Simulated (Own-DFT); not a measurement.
# Strain and stress in wurtzite AlN, 128 atoms (Al64N64)

These are calculations, not measurements. The program, named Own-DFT, is a retired in-house plane-wave density functional code that no person has reviewed. Each row is one single-point run on a periodic cell that was not relaxed, without spin or spin-orbit coupling.

Settings of every run: PBE; PseudoDojo norm-conserving scalar-relativistic files; cutoff 42 hartree; 3 x 3 x 3 k mesh centred on Gamma; Gaussian smearing of 0.01 eV.

Known limits: k mesh not checked against a denser one; stress not checked against mesh or cutoff.

Unstrained cell vectors in Å: (12.448, 0.000, 0.000); (-6.224, 10.780, 0.000); (0.000, 0.000, 9.964). The unstrained cell has measured lattice constants (interpolated for alloys), not those of this functional. That, the random moves and any unrelaxed bonds set the pressure at no strain. Each run strains this cell uniformly, with the atoms carried along. Every atom was also moved at random, by a Gaussian of width 0.05 Å on each axis. Strain is the symmetric tensor, in per cent. Stress is positive in tension, and the pressure is minus a third of its trace.

| run | e_xx (%) | e_yy (%) | e_zz (%) | e_yz (%) | e_xz (%) | e_xy (%) | s_xx (GPa) | s_yy (GPa) | s_zz (GPa) | s_yz (GPa) | s_xz (GPa) | s_xy (GPa) | P (GPa) | E (meV/atom) |
|---|---|---|---|---|---|---|---|---|---|---|---|---|---|---|
| 1 | 1.11 | 0.04 | 0.33 | -1.45 | 1.98 | -1.46 | -0.21 | -5.12 | -3.09 | -4.60 | 4.82 | -5.73 | 2.81 | 7.9 |
| 2 | 0.16 | 1.75 | -0.31 | -0.01 | 1.10 | 0.47 | -3.45 | 2.76 | -6.34 | -0.57 | 3.08 | 1.59 | 2.34 | 4.9 |
| 3 | 0.22 | 0.89 | 1.90 | -0.15 | -0.69 | 0.16 | -2.64 | -0.76 | 3.49 | -0.01 | -1.49 | 0.30 | -0.03 | 6.5 |
| 4 | 0.66 | 0.12 | -0.43 | -1.65 | 1.79 | -1.98 | -2.41 | -4.00 | -8.92 | -3.52 | 4.56 | -6.75 | 5.11 | 18.7 |
| 5 | -1.22 | -0.90 | -1.05 | 0.33 | 1.77 | -1.61 | -12.60 | -12.90 | -13.60 | 0.85 | 4.93 | -4.93 | 13.03 | 30.7 |
| 6 | 0.53 | 1.87 | -1.61 | -1.59 | 1.77 | 0.98 | -1.42 | 3.11 | -15.66 | -3.92 | 3.29 | 2.37 | 4.66 | 35.1 |
| 7 | -0.94 | -0.44 | 0.32 | -1.03 | -1.19 | 1.62 | -11.06 | -9.07 | -4.93 | -2.26 | -3.15 | 6.78 | 8.35 | 19.9 |
| 8 | 0.27 | 1.53 | -0.05 | 1.43 | -0.91 | -0.14 | -3.02 | 1.99 | -4.91 | 3.29 | -2.46 | 0.42 | 1.98 | 3.2 |
| 9 | 1.74 | 0.55 | -0.93 | -0.71 | -0.52 | 1.80 | 0.81 | -1.76 | -8.92 | -1.99 | -1.16 | 5.81 | 3.29 | 20.6 |
| 10 | 1.60 | 0.37 | 0.29 | 0.97 | 1.68 | -0.78 | 1.94 | -2.57 | -1.91 | 2.87 | 4.17 | -3.28 | 0.85 | 0.0 |
| 11 | -1.03 | 1.19 | -1.22 | -0.58 | 0.91 | -0.97 | -10.13 | -2.39 | -10.67 | -1.10 | 2.48 | -2.49 | 7.73 | 6.2 |
| 12 | -1.05 | 1.74 | 1.86 | -0.05 | -0.74 | 0.21 | -8.51 | 1.02 | 4.19 | -0.26 | -1.59 | 0.86 | 1.10 | 7.8 |
| 13 | 1.92 | 0.72 | 1.65 | 1.40 | -1.71 | -1.79 | 3.40 | 0.43 | 2.76 | 2.57 | -3.88 | -6.30 | -2.20 | 19.5 |
| 14 | -0.10 | -1.78 | 0.17 | -1.62 | 1.55 | -1.40 | -8.76 | -14.65 | -6.87 | -2.69 | 4.74 | -5.82 | 10.09 | 37.2 |
| 15 | 1.88 | -1.77 | 1.64 | 0.91 | -1.03 | -0.90 | 1.21 | -9.50 | 1.58 | 1.93 | -2.58 | -1.99 | 2.23 | 1.4 |
| 16 | -1.46 | 0.05 | 0.76 | 1.60 | -1.05 | 1.27 | ? | ? | ? | ? | ? | ? | ? | ? |

E is the free energy for each atom above the lowest run shown.

## Worked fit

Each stress component was fitted by least squares to a constant and the strains of the runs shown, as fractions, with shears doubled. Shear strains stay in the fit of a normal stress only where such slopes are resolved. The slopes, in GPa:

```
stress  at no strain  per e_xx  per e_yy  per e_zz  scatter
  s_xx          -6.0  449 ± 16  113 ± 15   36 ± 15     0.65
  s_yy          -6.0  145 ± 17  464 ± 16   43 ± 17     0.69
  s_zz          -6.2   48 ± 31   66 ± 29  517 ± 30     1.27
```

Each shear stress against twice its own strain: yz 120 ± 10, xz 124 ± 8, xy 167 ± 9 GPa. These are stiffnesses along x, y and z of the frame in which the cell vectors are given, which need not be the crystal's axes. The atoms are held to the strained lattice; where symmetry lets them move under strain, relaxing them would lower some slopes. The table should be nearly symmetric about its diagonal, and what it lacks of that shows the noise. A ninth of its sum, 209 ± 5 GPa, estimates the bulk modulus near the mean pressure of these runs, 4.1 GPa, so it lies above the value at zero pressure.

## Withheld run

Question: what normal stresses and pressure should run 16 give?

The fit gives s_xx = -12.2, s_yy = -7.6, s_zz = -3.0 and P = 7.6 GPa. The calculation gave -11.62, -6.87, -3.33 and P = 7.27 GPa.
